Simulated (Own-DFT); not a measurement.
# Response to strain: diamond silicon, 64 atoms (Si64)

These are calculations, not measurements. The program, named Own-DFT, is a retired in-house plane-wave density functional code that no person has reviewed. Each row is one single-point run on a periodic cell that was not relaxed, without spin or spin-orbit coupling.

Settings of every run: PBE; PseudoDojo norm-conserving scalar-relativistic files; cutoff 20 hartree; 3 x 3 x 3 k mesh centred on Gamma; Fermi-Dirac smearing of 0.1 eV.

Known limits: k mesh not checked against a denser one; stress not checked against mesh or cutoff.

Unstrained cell vectors in Å: (10.862, 0.000, 0.000); (0.000, 10.862, 0.000); (0.000, 0.000, 10.862). The unstrained cell has measured lattice constants (interpolated for alloys), not those of this functional. That, the random moves and any unrelaxed bonds set the pressure at no strain. Each run strains this cell uniformly, with the atoms carried along. Every atom was also moved at random, by a Gaussian of width 0.05 Å on each axis. Strain is the symmetric tensor, in per cent. Stress is positive in tension, and the pressure is minus a third of its trace.

```
run  e_xx (%)  e_yy (%)  e_zz (%)  e_yz (%)  e_xz (%)  e_xy (%)  s_xx (GPa)  s_yy (GPa)  s_zz (GPa)  s_yz (GPa)  s_xz (GPa)  s_xy (GPa)  P (GPa)  E (meV/atom)
  1     -0.09      1.17      0.75     -1.84     -0.83      1.85       -2.11       -1.02       -1.35       -4.69       -2.26        3.48     1.49          20.8
  2      0.59     -0.48      0.33      1.18     -1.02      0.33       -1.81       -2.79       -1.98        2.11       -2.31        1.09     2.19           2.7
  3     -0.81      0.64     -0.41      1.64     -0.38     -1.69       -4.02       -2.77       -3.60        3.40       -0.55       -3.94     3.47          15.1
  4      0.29      1.74      0.76     -1.49      0.85      1.39       -0.73        0.48       -0.46       -3.53        1.79        3.24     0.24           1.5
  5      1.92      1.92     -1.52      0.46      1.62      0.81        0.26        0.26       -2.58        1.15        2.94        1.10     0.69          17.0
  6      1.12      1.65     -0.75      0.13     -1.48     -1.66       -0.39        0.04       -1.96        0.16       -2.63       -3.08     0.77           0.0
  7     -1.12      1.70      1.20      1.92      1.76     -1.86       -2.67       -0.46       -0.95        4.33        3.70       -4.03     1.36          21.5
  8     -0.71      0.90     -1.88     -1.77     -0.63      0.20       -4.71       -3.15       -5.73       -3.84       -1.28        1.22     4.53          17.4
  9     -0.45      1.61      0.56     -0.97     -1.71      1.24       -1.99       -0.21       -1.28       -1.21       -3.70        2.86     1.16           5.6
 10     -1.69     -0.25     -1.80     -1.74      1.21     -1.78       -7.34       -6.16       -7.42       -4.01        2.15       -4.24     6.97          46.2
 11     -1.74      1.21     -1.30     -1.62      0.39     -1.06       -5.60       -2.92       -5.22       -3.48        1.40       -3.52     4.58          16.7
 12      0.49      1.91     -1.39      0.35     -1.63      1.35       -1.63       -0.45       -3.39        1.58       -4.24        2.71     1.82          12.2
 13     -1.41      0.70     -1.40      1.39      0.49      0.07       -5.36       -3.59       -5.42        2.52        0.92        0.25     4.79          12.8
 14      0.21      0.18      0.24     -1.61     -1.21     -0.67       -2.00       -1.93       -2.06       -2.93       -2.06       -1.90     2.00           0.1
 15     -1.14      1.94      1.32      0.37      1.29     -0.98       -2.56        0.14       -0.43        1.23        3.34       -2.41     0.95          12.5
 16     -0.48      0.97      1.81      0.91      1.18     -0.33           ?           ?           ?           ?           ?           ?        ?             ?
```

E is the free energy for each atom above the lowest run shown.

## Worked fit

Each stress component was fitted by least squares to a constant and the strains of the runs shown, as fractions, with shears doubled. Shear strains stay in the fit of a normal stress only where such slopes are resolved. The slopes, in GPa:

```
stress  at no strain  per e_xx  per e_yy  per e_zz  scatter
  s_xx          -2.8   161 ± 6    65 ± 8    69 ± 5     0.22
  s_yy          -2.8    74 ± 7   151 ± 9    67 ± 6     0.26
  s_zz          -2.8    78 ± 5    61 ± 7   152 ± 5     0.20
```

Each shear stress against twice its own strain: yz 107 ± 6, xz 102 ± 5, xy 109 ± 8 GPa. These are stiffnesses along x, y and z of the frame in which the cell vectors are given, which need not be the crystal's axes. The atoms are held to the strained lattice; where symmetry lets them move under strain, relaxing them would lower some slopes. The table should be nearly symmetric about its diagonal, and what it lacks of that shows the noise. A ninth of its sum, 98 ± 3 GPa, estimates the bulk modulus near the mean pressure of these runs, 2.5 GPa, so it lies above the value at zero pressure.

## Withheld run

Question: what normal stresses and pressure should run 16 give?

The fit gives s_xx = -1.7, s_yy = -0.5, s_zz = 0.2 and P = 0.7 GPa. The calculation gave -1.44, -0.17, 0.47 and P = 0.38 GPa.
